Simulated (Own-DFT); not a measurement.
# How strain changes the stress of C40 NbSi2, 36 atoms (Nb12Si24)

Calculated results; nothing here was measured. They come from Own-DFT, an in-house plane-wave density functional program, since retired, whose code no person has reviewed. Each row is one single-point run on a periodic cell that was not relaxed, without spin or spin-orbit coupling.

Settings of every run: PBE; PseudoDojo norm-conserving scalar-relativistic files; cutoff 42 hartree; 4 x 4 x 5 k mesh centred on Gamma; cold (Marzari-Vanderbilt) smearing of 0.2 eV.

Known limits: forces on such cells failed a check on a denser k mesh; stress not checked against mesh or cutoff.

Unstrained cell vectors in Å: (0.000, 8.324, 0.000); (-9.613, 0.000, 0.000); (0.000, 0.000, 6.586). The unstrained cell was taken from the Materials Project. The random moves and any unrelaxed bonds add to the pressure at no strain. Each run strains this cell uniformly, with the atoms carried along. Every atom was also moved at random, by a Gaussian of width 0.05 Å on each axis. Strain is the symmetric tensor, in per cent. Stress is positive in tension, and the pressure is minus a third of its trace.

```
run,e_xx (%),e_yy (%),e_zz (%),e_yz (%),e_xz (%),e_xy (%),s_xx (GPa),s_yy (GPa),s_zz (GPa),s_yz (GPa),s_xz (GPa),s_xy (GPa),P (GPa),E (meV/atom)
1,1.07,1.88,-1.75,1.29,1.28,1.25,1.16,3.52,-9.89,4.07,3.89,3.75,1.74,27.2
2,-1.92,-1.67,-0.08,1.68,0.20,1.47,-11.71,-10.73,-8.98,5.42,0.24,5.49,10.47,55.7
3,-0.45,1.93,1.93,-1.64,-1.86,-1.05,-1.56,5.32,4.59,-4.55,-4.99,-3.09,-2.79,30.3
4,0.20,1.03,-1.53,0.00,0.25,-0.07,-2.57,1.55,-10.20,0.65,1.06,0.50,3.74,7.7
5,1.85,1.96,0.13,-1.30,-1.69,1.04,5.08,5.50,-0.35,-3.70,-4.74,2.06,-3.41,16.1
6,-0.94,0.64,1.16,1.29,-1.34,-0.34,-4.28,0.11,0.61,3.26,-4.40,-0.62,1.19,17.0
7,-1.70,-1.88,-0.22,1.91,-0.33,-0.71,-11.90,-11.96,-9.12,5.96,-1.62,-2.42,10.99,59.7
8,-0.96,-0.47,0.22,-0.68,-1.57,-1.71,-6.78,-4.18,-4.12,-2.59,-4.86,-5.01,5.03,22.0
9,0.54,0.85,-0.42,1.40,1.12,-1.41,-0.63,1.05,-5.18,3.79,3.75,-3.96,1.59,21.6
10,-0.06,-0.65,-1.92,1.70,-0.17,1.69,-4.34,-7.49,-14.25,6.22,-1.26,5.50,8.69,37.3
11,1.36,-0.07,-0.39,0.31,1.30,0.79,1.97,-2.16,-4.84,1.18,4.10,2.38,1.68,17.7
12,0.40,-1.16,1.16,-0.59,-0.13,0.86,-0.81,-4.88,1.16,-2.09,-0.80,2.35,1.51,0.0
13,-0.28,0.24,-0.87,-1.13,0.84,-1.95,-5.19,-2.30,-8.53,-3.25,2.51,-6.38,5.34,35.2
14,-1.25,0.67,-1.20,0.82,0.37,-0.58,-8.19,-2.37,-10.07,3.00,0.50,-1.69,6.88,33.5
15,-1.00,1.13,0.16,-1.18,-0.56,-1.71,-5.30,0.86,-3.17,-3.26,-1.55,-5.14,2.54,18.1
16,-1.39,0.58,-1.66,1.81,1.22,-1.66,?,?,?,?,?,?,?,?
```

E is the free energy for each atom above the lowest run shown.

## Worked fit

Each stress component was fitted by least squares to a constant and the strains of the runs shown, as fractions, with shears doubled. Shear strains stay in the fit of a normal stress only where such slopes are resolved. The slopes, in GPa:

| stress | at no strain | per e_xx | per e_yy | per e_zz | scatter |
|---|---|---|---|---|---|
| s_xx | -2.9 | 381 ± 16 | 77 ± 14 | 86 ± 14 | 0.56 |
| s_yy | -2.6 | 85 ± 21 | 370 ± 18 | 84 ± 18 | 0.74 |
| s_zz | -4.4 | 109 ± 17 | 81 ± 15 | 458 ± 15 | 0.59 |

Each shear stress against twice its own strain: yz 140 ± 6, xz 156 ± 6, xy 158 ± 7 GPa. These are stiffnesses along x, y and z of the frame in which the cell vectors are given, which need not be the crystal's axes. The atoms are held to the strained lattice; where symmetry lets them move under strain, relaxing them would lower some slopes. The table should be nearly symmetric about its diagonal, and what it lacks of that shows the noise. A ninth of its sum, 192 ± 6 GPa, estimates the bulk modulus near the mean pressure of these runs, 3.7 GPa, so it lies above the value at zero pressure.

## Withheld run

Question: what normal stresses and pressure should run 16 give?

The fit gives s_xx = -9.2, s_yy = -3.0, s_zz = -13.0 and P = 8.4 GPa. The calculation gave -10.10, -2.49, -13.05 and P = 8.55 GPa.
